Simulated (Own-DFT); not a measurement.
In31GaP32 (zincblende with substituted atoms, atoms displaced) (calculated)

All values are calculated (Own-DFT development build). A calculation, not a measurement: plane-wave PBE density functional theory by an unreviewed code, no spin, of a simulated periodic cell, stress positive in tension, free energy of the whole cell less one offset for each atom, not probed for a lower state with spin; forces on such cells moved up to 12 meV/angstrom on a denser k mesh; offsets are fitted by least squares, one for each functional and potential file, so energies compare only between cells with the same atoms and settings and are not formation energies; the far tail of each file's local potential was reset to the Coulomb form; each entry is a single point on an unrelaxed cell, so the pressure reflects the starting lattice, mostly measured values (interpolated for alloys), from which strain is counted, and rises with the displacements; printed positions are rounded, which can move forces by about a meV/angstrom; the program, named Own-DFT, is a retired in-house code; no spin-orbit coupling; before rounding, a Quantum ESPRESSO 7.3.1 run of the same cell and cutoff gave forces within 1 meV/angstrom rms on each cell, which checks the program and not the settings.

Common to all runs: functional PBE; potential files PseudoDojo norm-conserving, scalar-relativistic, standard set; wave cutoff 42 hartree; occupations Fermi-Dirac; smearing width 0.1 eV; k mesh 3 x 3 x 3 centred on Gamma.

(1) In31GaP32 (zincblende with substituted atoms, atoms displaced)

```
In31GaP32
1.0
     11.7374     0.0000     0.0000
      0.0000    11.7374     0.0000
      0.0000     0.0000    11.7374
In Ga In P In P In P In P In P In P In P In P
2 1 1 4 4 4 4 4 4 4 4 4 4 4 4 4 4 4
Direct
  0.99903 0.00323 0.00028
  0.99911 0.25326 0.24902
  0.25005 0.99697 0.24750
  0.25421 0.24729 0.99917
  0.12706 0.12493 0.12406
  0.12516 0.37300 0.37949
  0.37751 0.11819 0.37580
  0.37237 0.37644 0.12248
  0.00052 0.99931 0.50204
  0.00323 0.25071 0.75016
  0.24805 0.00246 0.75062
  0.25205 0.25243 0.49608
  0.12385 0.12344 0.62696
  0.12548 0.37565 0.87748
  0.37857 0.13038 0.87657
  0.37576 0.37432 0.62744
  0.00003 0.49766 0.00296
  0.99578 0.75428 0.24728
  0.25198 0.49974 0.24620
  0.25080 0.75156 0.00200
  0.11884 0.62426 0.12075
  0.12503 0.87146 0.37380
  0.37622 0.62742 0.37134
  0.37288 0.87486 0.12285
  0.99912 0.49898 0.50485
  0.00842 0.74993 0.74951
  0.25107 0.49981 0.74961
  0.24811 0.75595 0.50161
  0.12530 0.62325 0.62283
  0.12388 0.87605 0.87496
  0.37257 0.62002 0.87645
  0.37662 0.88012 0.62367
  0.50293 0.00353 0.00095
  0.49830 0.24990 0.25194
  0.74817 0.99846 0.25262
  0.75190 0.24922 0.00147
  0.62435 0.12395 0.12566
  0.62514 0.37323 0.37250
  0.87770 0.12696 0.37536
  0.87829 0.37530 0.12878
  0.50154 0.00308 0.50080
  0.49796 0.24937 0.75301
  0.75311 0.00376 0.75243
  0.75196 0.24924 0.49525
  0.62549 0.12525 0.62853
  0.62768 0.37645 0.87336
  0.87734 0.12170 0.87282
  0.87677 0.36827 0.62682
  0.50103 0.49761 0.00242
  0.49911 0.75200 0.25541
  0.75321 0.50200 0.25479
  0.74780 0.75056 0.99973
  0.62884 0.62815 0.12447
  0.62558 0.87067 0.37461
  0.87083 0.62784 0.37878
  0.87712 0.87481 0.12470
  0.50090 0.50459 0.49980
  0.50176 0.75115 0.74746
  0.75023 0.50226 0.74743
  0.75004 0.74913 0.49659
  0.62814 0.62036 0.62194
  0.62122 0.87139 0.87846
  0.87386 0.62212 0.87798
  0.87449 0.87337 0.62465
```

The calculation gives: free energy of cell above offsets -34.666 eV; pressure 2.91 GPa; stress xx -2.93 GPa; stress yy -2.9 GPa; stress zz -2.92 GPa; stress yz -0.08 GPa; stress xz -0.56 GPa; stress xy -0.07 GPa.

Force:
| element | x (eV/Å) | y (eV/Å) | z (eV/Å) |
| --- | --- | --- | --- |
| In | 0.221 | -0.322 | 0.105 |
| In | 0.542 | -0.434 | 0.245 |
| Ga | -0.048 | -0.007 | 0.071 |
| In | -0.505 | 0.308 | 0.096 |
| P | 0.472 | -0.461 | 0.803 |
| P | -0.076 | 0.587 | -0.641 |
| P | -1.038 | 0.043 | -0.911 |
| P | 0.406 | -0.417 | 0.325 |
| In | -0.018 | -0.094 | -0.208 |
| In | 0.077 | -0.125 | 0.306 |
| In | 0.355 | -0.033 | 0.246 |
| In | 0.147 | -0.62 | 0.518 |
| P | 0.345 | 0.371 | -0.444 |
| P | 0.109 | -0.184 | -0.118 |
| P | -0.302 | -0.951 | -0.117 |
| P | 0.102 | 0.115 | -0.449 |
| In | -0.244 | -0.068 | -0.464 |
| In | 0.329 | -0.714 | 0.338 |
| In | -0.614 | 0.234 | 0.317 |
| In | -0.319 | -0.364 | -0.368 |
| P | 0.586 | 0.344 | 0.684 |
| P | 0.315 | 1.092 | -0.66 |
| P | -0.54 | -0.22 | 0.599 |
| P | -0.055 | 0.787 | 0.895 |
| In | -0.264 | -0.075 | -0.348 |
| In | -0.87 | -0.241 | 0.111 |
| In | -0.255 | -0.13 | 0.018 |
| In | 0.419 | -0.505 | -0.071 |
| P | 0.369 | 0.153 | 0.116 |
| P | 0.334 | 0.135 | 0.284 |
| P | 0.428 | 0.633 | -0.068 |
| P | -0.135 | -0.301 | 0.295 |
| In | -0.404 | -0.331 | -0.074 |
| In | -0.191 | -0.073 | -0.301 |
| In | 0.336 | 0.102 | -0.122 |
| In | 0.04 | 0.066 | -0.145 |
| P | 0.251 | 0.287 | 0.244 |
| P | -0.101 | 0.303 | 0.296 |
| P | -0.031 | -0.483 | -0.241 |
| P | -0.608 | 0.085 | -0.274 |
| In | 0.515 | -0.367 | 0.072 |
| In | 0.549 | 0.398 | -0.313 |
| In | -0.495 | -0.836 | -0.192 |
| In | -0.295 | -0.024 | 0.46 |
| P | 0.116 | 0.226 | -0.297 |
| P | -0.076 | -0.203 | 0.219 |
| P | 0.019 | 0.758 | 0.404 |
| P | -0.373 | 0.538 | -0.139 |
| In | 0.32 | 0.304 | -0.152 |
| In | 0.083 | -0.079 | -0.97 |
| In | -0.328 | -0.072 | -0.448 |
| In | 0.479 | 0.001 | -0.049 |
| P | -0.523 | -0.401 | 0.498 |
| P | -0.115 | 0.707 | 0.356 |
| P | 1.058 | -0.393 | -0.309 |
| P | -0.625 | 0.465 | -0.294 |
| In | -0.293 | -0.607 | -0.25 |
| In | -0.33 | -0.482 | 0.053 |
| In | 0.427 | -0.405 | 0.211 |
| In | -0.172 | 0.283 | 0.713 |
| P | -0.205 | 0.794 | 0.182 |
| P | 0.378 | 0.599 | -0.452 |
| P | 0.325 | 0.375 | -0.387 |
| P | 0.002 | -0.074 | 0.197 |

(2) In31GaP32 (zincblende with substituted atoms, atoms displaced)

```
In31GaP32
1.0
     11.7374     0.0000     0.0000
      0.0000    11.7374     0.0000
      0.0000     0.0000    11.7374
In P In P In P In P In P Ga In P In P In P
4 4 4 4 4 4 4 4 4 4 1 3 4 4 4 4 4
Direct
  0.00323 0.00018 0.00038
  0.00310 0.25239 0.24650
  0.24894 0.00148 0.25282
  0.25484 0.25104 0.99960
  0.12170 0.12349 0.12177
  0.12658 0.37651 0.37516
  0.37208 0.12308 0.37089
  0.37825 0.37686 0.12172
  0.99931 0.00289 0.50438
  0.99905 0.25075 0.74865
  0.24892 0.00348 0.74782
  0.24954 0.25024 0.49934
  0.12612 0.12334 0.62365
  0.12412 0.37615 0.87129
  0.37219 0.12527 0.87586
  0.37670 0.37864 0.62859
  0.00634 0.50296 0.00102
  0.00347 0.75335 0.25368
  0.24786 0.50373 0.25289
  0.25201 0.75054 0.00509
  0.13122 0.62186 0.12743
  0.12392 0.87145 0.37776
  0.37054 0.62760 0.37416
  0.37760 0.87608 0.12372
  0.99789 0.50035 0.50049
  0.99820 0.75054 0.74847
  0.24789 0.50223 0.74761
  0.25566 0.74524 0.50035
  0.12325 0.62353 0.62359
  0.12909 0.87897 0.87502
  0.37515 0.62478 0.87225
  0.37638 0.87582 0.62454
  0.49678 0.00246 0.00003
  0.49811 0.25123 0.24871
  0.75346 0.00483 0.25251
  0.75168 0.24966 0.00170
  0.62449 0.12366 0.12873
  0.62339 0.37438 0.37502
  0.87520 0.12825 0.37736
  0.87418 0.37501 0.12871
  0.50379 0.00053 0.49405
  0.49964 0.25276 0.75138
  0.74796 0.00009 0.74692
  0.75047 0.25698 0.50059
  0.62447 0.12435 0.62343
  0.62714 0.37600 0.87126
  0.87502 0.12376 0.87019
  0.87218 0.37608 0.62685
  0.49493 0.49990 0.00328
  0.50216 0.74953 0.25116
  0.74769 0.50045 0.25203
  0.75422 0.74971 0.99542
  0.62412 0.62789 0.12776
  0.62415 0.87755 0.37619
  0.87640 0.62694 0.37652
  0.87263 0.87249 0.12833
  0.49437 0.49784 0.49849
  0.49779 0.74952 0.74729
  0.74729 0.49745 0.75264
  0.75108 0.75370 0.50178
  0.62405 0.62081 0.62499
  0.62397 0.87514 0.87839
  0.87007 0.62605 0.87518
  0.87895 0.87398 0.62435
```

It finds free energy of cell above offsets -34.726 eV; pressure 2.9 GPa; stress xx -2.87 GPa; stress yy -2.92 GPa; stress zz -2.91 GPa; stress yz -0.08 GPa; stress xz -0.3 GPa; stress xy -0.12 GPa.

Force:
| element | x (eV/Å) | y (eV/Å) | z (eV/Å) |
| --- | --- | --- | --- |
| In | -0.767 | -0.356 | -0.254 |
| In | -0.125 | -0.231 | 0.364 |
| In | -0.394 | -0.6 | -0.494 |
| In | -0.711 | 0.106 | 0.032 |
| P | 0.736 | 0.444 | 0.356 |
| P | -0.21 | -0.107 | 0.063 |
| P | 0.986 | -0.051 | 1.055 |
| P | -0.778 | -0.187 | 0.853 |
| In | 0.025 | -0.251 | -0.613 |
| In | 0.067 | -0.129 | -0.063 |
| In | 0.329 | -0.338 | 0.024 |
| In | 0.344 | 0.072 | 0.172 |
| P | -0.1 | 0.601 | 0.104 |
| P | 0.217 | -0.176 | 0.332 |
| P | 0.369 | 0.105 | -0.364 |
| P | -0.486 | -0.526 | -0.321 |
| In | -0.651 | -0.216 | -0.086 |
| In | -0.264 | -0.491 | -0.464 |
| In | 0.52 | -0.719 | -0.1 |
| In | 0.063 | -0.003 | -0.585 |
| P | -0.718 | 0.746 | -0.158 |
| P | 0.455 | 0.601 | 0.377 |
| P | 0.856 | -0.406 | -0.227 |
| P | -0.222 | 0.037 | 0.573 |
| In | -0.033 | -0.141 | -0.045 |
| In | 0.408 | -0.083 | 0.481 |
| In | 0.038 | 0.009 | 0.224 |
| In | -0.682 | 0.671 | 0.45 |
| P | 0.055 | 0.289 | 0.03 |
| P | -0.258 | -0.662 | -0.008 |
| P | -0.235 | 0.079 | 0.335 |
| P | 0.437 | 0.787 | -0.76 |
| In | 0.407 | -0.037 | -0.007 |
| In | 0.129 | -0.156 | 0.087 |
| In | -0.17 | -0.334 | 0.019 |
| In | -0.12 | -0.12 | -0.202 |
| P | 0.009 | 0.202 | -0.406 |
| P | -0.237 | 0.148 | -0.031 |
| P | 0.326 | 0.217 | 0.012 |
| P | 0.162 | 0.407 | -0.452 |
| Ga | -0.281 | 0.055 | 0.344 |
| In | 0.069 | -0.439 | -0.081 |
| In | -0.003 | -0.337 | 0.178 |
| In | -0.229 | -0.591 | 0.004 |
| P | -0.711 | -0.209 | -0.744 |
| P | -0.459 | -0.278 | 1.072 |
| P | 0 | -0.005 | 0.474 |
| P | 0.389 | 0.157 | -0.019 |
| In | 0.903 | 0.501 | -0.7 |
| In | -0.256 | 0.327 | 0.064 |
| In | 0.145 | 0.208 | 0.019 |
| In | -0.654 | 0.292 | 0.697 |
| P | 0.242 | -0.309 | -0.52 |
| P | -0.282 | 0.477 | 0.398 |
| P | -0.241 | -0.058 | -0.188 |
| P | 0.387 | 0.292 | -0.256 |
| In | 0.376 | 0.33 | -0.119 |
| In | 0.463 | 0.063 | 0.202 |
| In | 0.224 | 0.474 | -0.37 |
| In | -0.279 | -0.384 | 0.019 |
| P | 0.043 | 0.348 | -0.259 |
| P | -0.072 | 0.056 | -0.445 |
| P | 0.922 | -0.487 | -0.238 |
| P | -0.478 | 0.315 | 0.162 |

(3) In31GaP32 (zincblende with substituted atoms, atoms displaced)

```
In31GaP32
1.0
     11.7374     0.0000     0.0000
      0.0000    11.7374     0.0000
      0.0000     0.0000    11.7374
In P In P In P In P In Ga In P In P In P In P
4 4 4 4 4 4 4 4 2 1 1 4 4 4 4 4 4 4
Direct
  0.99998 0.99910 0.99881
  0.00103 0.24839 0.25198
  0.24914 0.99801 0.24939
  0.24776 0.25291 0.99871
  0.12637 0.12195 0.12034
  0.12672 0.37182 0.37401
  0.37801 0.12143 0.37409
  0.37671 0.37786 0.12861
  0.00331 0.00155 0.50257
  0.00087 0.24845 0.74820
  0.24725 0.00520 0.75064
  0.25324 0.24845 0.49841
  0.12924 0.12789 0.62742
  0.12177 0.37713 0.87849
  0.37460 0.12448 0.87495
  0.37461 0.37669 0.62654
  0.00067 0.49980 0.99898
  0.99802 0.75378 0.24658
  0.25341 0.50218 0.24492
  0.24549 0.74863 0.99744
  0.13074 0.62522 0.12360
  0.12285 0.87588 0.37735
  0.37885 0.62726 0.37459
  0.37903 0.87686 0.12715
  0.00053 0.49847 0.50477
  0.99854 0.74630 0.75377
  0.25565 0.49994 0.74734
  0.25201 0.75058 0.50268
  0.12467 0.62575 0.62910
  0.12614 0.87737 0.87447
  0.37422 0.62708 0.88076
  0.37781 0.87183 0.62262
  0.50055 0.00027 0.99642
  0.49452 0.25200 0.24807
  0.75299 0.00064 0.25128
  0.75152 0.25394 0.99352
  0.62214 0.12891 0.12285
  0.62403 0.37313 0.37547
  0.87628 0.11725 0.37363
  0.87355 0.37203 0.12507
  0.50017 0.99765 0.50118
  0.50143 0.24452 0.75290
  0.74827 0.00367 0.74525
  0.74926 0.24489 0.50124
  0.62735 0.12699 0.62800
  0.62160 0.37271 0.87661
  0.87530 0.12075 0.87369
  0.87317 0.37455 0.62187
  0.50226 0.50655 0.99960
  0.49671 0.74479 0.24784
  0.74917 0.49931 0.24957
  0.75218 0.75456 0.00042
  0.62696 0.62883 0.12612
  0.62433 0.87452 0.37589
  0.87114 0.62591 0.37613
  0.87399 0.87459 0.12867
  0.49836 0.50348 0.49951
  0.50381 0.75042 0.75403
  0.75359 0.49972 0.74923
  0.74974 0.74571 0.50140
  0.62774 0.62502 0.62913
  0.62877 0.87775 0.87356
  0.87127 0.62718 0.87654
  0.87333 0.87024 0.61986
```

The calculation gives: free energy of cell above offsets -34.634 eV; pressure 2.9 GPa; stress xx -2.9 GPa; stress yy -2.9 GPa; stress zz -2.9 GPa; stress yz 0.11 GPa; stress xz -0.05 GPa; stress xy 0.37 GPa.

Force:
| element | x (eV/Å) | y (eV/Å) | z (eV/Å) |
| --- | --- | --- | --- |
| In | -0.177 | -0.144 | 0.2 |
| In | -0.069 | -0.243 | -0.34 |
| In | 0.025 | 0.016 | 0.073 |
| In | 0.332 | 0.001 | 0.246 |
| P | -0.077 | 0.299 | 0.443 |
| P | 0.052 | 0.565 | 0.081 |
| P | -0.275 | 0.158 | 0.096 |
| P | -0.108 | -0.035 | -1.009 |
| In | -0.173 | -0.223 | 0.23 |
| In | -0.238 | 0.278 | 0.295 |
| In | 0.597 | -0.719 | -0.149 |
| In | 0.165 | 0.102 | -0.08 |
| P | -0.36 | 0.018 | -0.485 |
| P | 0.417 | -0.099 | -0.85 |
| P | -0.207 | 0.141 | 0.164 |
| P | 0.516 | -0.547 | -0.251 |
| In | -0.398 | 0.265 | 0.501 |
| In | 0.366 | -0.665 | 0.589 |
| In | -0.201 | -0.1 | 0.844 |
| In | 0.561 | 0.766 | 0.367 |
| P | -0.981 | 0.083 | 0.202 |
| P | 0.332 | -0.264 | -0.17 |
| P | -0.809 | -0.291 | 0.187 |
| P | -0.489 | -0.319 | -0.543 |
| In | 0.136 | 0.233 | -0.657 |
| In | -0.047 | 0.604 | -0.245 |
| In | -0.522 | 0.16 | 0.661 |
| In | -0.351 | -0.157 | -0.351 |
| P | 0.218 | -0.121 | -0.238 |
| P | -0.255 | -0.258 | -0.177 |
| P | 0.108 | -0.059 | -0.747 |
| P | -0.206 | 0.405 | 0.846 |
| In | 0.143 | -0.054 | 0.398 |
| In | 0.579 | -0.304 | 0.353 |
| Ga | -0.585 | -0.102 | -0.076 |
| In | -0.031 | -0.576 | 0.47 |
| P | 0.959 | -0.641 | 0.498 |
| P | -0.059 | 0.036 | 0.095 |
| P | -0.612 | 0.092 | -0.347 |
| P | 0.3 | 0.283 | 0.014 |
| In | 0.325 | 0.189 | -0.061 |
| In | -0.279 | 0.554 | -0.229 |
| In | 0.617 | -0.71 | 0.114 |
| In | 0.151 | 0.232 | -0.619 |
| P | -0.65 | -0.201 | -0.505 |
| P | 0.158 | 0.645 | -0.399 |
| P | 0.011 | 0.373 | -0.119 |
| P | 0.162 | -0.357 | 0.352 |
| In | 0.063 | -0.452 | 0.322 |
| In | 0.534 | 0.821 | 0.106 |
| In | 0.008 | -0.114 | 0.104 |
| In | -0.314 | -0.041 | 0.115 |
| P | 0.18 | -0.215 | -0.241 |
| P | 0.674 | 0.295 | -0.766 |
| P | 0.742 | -0.36 | -0.27 |
| P | -0.552 | 1.111 | 0.031 |
| In | 0.456 | -0.32 | 0.235 |
| In | -0.249 | -0.053 | -0.068 |
| In | -0.414 | -0.313 | 0.258 |
| In | -0.396 | 0.348 | -0.307 |
| P | -0.388 | -0.181 | -0.163 |
| P | -0.095 | 0.023 | 0.067 |
| P | 0.288 | -0.358 | 0.209 |
| P | 0.393 | 0.5 | 0.694 |

(4) In31GaP32 (zincblende with substituted atoms, atoms displaced)

```
In31GaP32
1.0
     11.7374     0.0000     0.0000
      0.0000    11.7374     0.0000
      0.0000     0.0000    11.7374
In P In P In P In Ga In P In P In P In P In P
4 4 4 4 4 4 1 1 2 4 4 4 4 4 4 4 4 4
Direct
  0.99667 0.99828 0.00083
  0.00216 0.24926 0.25530
  0.25208 0.99433 0.24856
  0.25008 0.24964 0.99827
  0.12609 0.12390 0.12564
  0.12763 0.37231 0.37610
  0.37606 0.12724 0.37214
  0.37228 0.37482 0.12842
  0.00212 0.99896 0.50075
  0.00159 0.24372 0.75335
  0.24880 0.99895 0.75005
  0.25203 0.24741 0.50279
  0.12439 0.12696 0.62903
  0.12350 0.36994 0.87649
  0.37451 0.13091 0.87279
  0.37575 0.37759 0.63119
  0.00265 0.49775 0.00033
  0.00101 0.75187 0.24294
  0.24612 0.49665 0.25262
  0.24969 0.75287 0.00174
  0.12303 0.62885 0.11973
  0.12829 0.87711 0.37350
  0.36946 0.62138 0.37645
  0.37739 0.87615 0.12629
  0.00446 0.49866 0.50183
  0.99830 0.75269 0.75151
  0.25089 0.49962 0.75271
  0.25009 0.74954 0.49636
  0.12943 0.62662 0.62665
  0.12914 0.87635 0.87461
  0.37721 0.62782 0.87565
  0.37941 0.86897 0.62676
  0.50440 0.00193 0.99672
  0.49847 0.25439 0.25446
  0.75224 0.00083 0.25126
  0.75090 0.24879 0.99574
  0.62392 0.12528 0.12082
  0.62570 0.37311 0.37377
  0.87557 0.12485 0.37288
  0.87793 0.37696 0.12210
  0.49817 0.99854 0.49950
  0.50032 0.24523 0.75080
  0.75278 0.00031 0.75130
  0.75281 0.25010 0.50126
  0.62661 0.12702 0.62245
  0.62394 0.37441 0.87396
  0.87369 0.12361 0.87644
  0.87221 0.37663 0.61931
  0.50031 0.50277 0.00007
  0.50005 0.74999 0.24851
  0.74534 0.49872 0.25496
  0.74861 0.74756 0.99816
  0.62887 0.62965 0.12383
  0.62268 0.87369 0.37339
  0.87304 0.62424 0.37365
  0.87329 0.87119 0.12424
  0.50162 0.49993 0.50067
  0.49621 0.75275 0.74672
  0.75190 0.50034 0.74810
  0.74774 0.75090 0.49907
  0.62782 0.62442 0.62472
  0.62451 0.87637 0.87243
  0.87691 0.62779 0.87761
  0.87706 0.87478 0.62081
```

It finds free energy of cell above offsets -34.618 eV; pressure 2.92 GPa; stress xx -2.94 GPa; stress yy -2.92 GPa; stress zz -2.9 GPa; stress yz 0.08 GPa; stress xz 0.28 GPa; stress xy -0.2 GPa.

Force:
| element | x (eV/Å) | y (eV/Å) | z (eV/Å) |
| --- | --- | --- | --- |
| In | 0.372 | -0.015 | 0.091 |
| In | -0.098 | 0.143 | -0.74 |
| In | 0.006 | 0.76 | -0.034 |
| In | 0.004 | -0.02 | 0.512 |
| P | -0.077 | -0.105 | -0.015 |
| P | -0.192 | -0.035 | 0.392 |
| P | -0.263 | -0.494 | 0.366 |
| P | 0.198 | 0.202 | -0.461 |
| In | 0.099 | 0.281 | -0.167 |
| In | -0.66 | 0.708 | -0.25 |
| In | 0.521 | 0.088 | -0.174 |
| In | 0.215 | 0.274 | 0.119 |
| P | 0.213 | -0.461 | -0.565 |
| P | 0.125 | 0.511 | -0.274 |
| P | -0.089 | -0.976 | 0.254 |
| P | 0.159 | -0.386 | -0.551 |
| In | -0.099 | 0.227 | -0.232 |
| In | -0.117 | -0.248 | 0.788 |
| In | -0.071 | 0.481 | -0.528 |
| In | 0.373 | -0.087 | -0.159 |
| P | 0.446 | -0.577 | 0.475 |
| P | -0.46 | -0.339 | 0.077 |
| P | 0.72 | 0.132 | -0.356 |
| P | 0.195 | -0.024 | -0.535 |
| In | -0.171 | 0.408 | -0.199 |
| Ga | 0.241 | -0.123 | -0.114 |
| In | -0.192 | 0.122 | 0.286 |
| In | -0.02 | 0.142 | 0.357 |
| P | -0.958 | 0.512 | 0.596 |
| P | -1.187 | -0.572 | -0.387 |
| P | -0.29 | -0.047 | 0.076 |
| P | -1.054 | 1.047 | -0.752 |
| In | -0.586 | -0.01 | -0.011 |
| In | 0.215 | -0.382 | -0.727 |
| In | -0.415 | -0.133 | -0.392 |
| In | -0.105 | 0.42 | 0.465 |
| P | 0.213 | 0.308 | 0.716 |
| P | -0.106 | 0.016 | 0.57 |
| P | 0.064 | -0.09 | 0.494 |
| P | -0.454 | -0.368 | 0.595 |
| In | 0.116 | 0.179 | 0.003 |
| In | 0.284 | 0.563 | -0.329 |
| In | -0.156 | -0.099 | -0.466 |
| In | -0.21 | -0.154 | -0.412 |
| P | -0.062 | -0.453 | 0.153 |
| P | 0.118 | 0.176 | -0.031 |
| P | 0.23 | -0.104 | -0.125 |
| P | 0.75 | -0.262 | 0.829 |
| In | 0.039 | -0.213 | 0.254 |
| In | -0.246 | -0.387 | 0.201 |
| In | 0.561 | 0.154 | -0.752 |
| In | 0.081 | 0.51 | -0.238 |
| P | -0.482 | -0.676 | 0.329 |
| P | 0.192 | 0.275 | 0.082 |
| P | 0.555 | 0.177 | 0.115 |
| P | -0.225 | 0.474 | -0.122 |
| In | -0.158 | -0.057 | 0.056 |
| In | 0.97 | -0.787 | 0.583 |
| In | 0.033 | 0.019 | 0.344 |
| In | 0.206 | -0.148 | -0.127 |
| P | -0.366 | 0.237 | 0.106 |
| P | 0.123 | -0.31 | -0.054 |
| P | 0.616 | 0.155 | -1.004 |
| P | 0.317 | -0.557 | 0.997 |
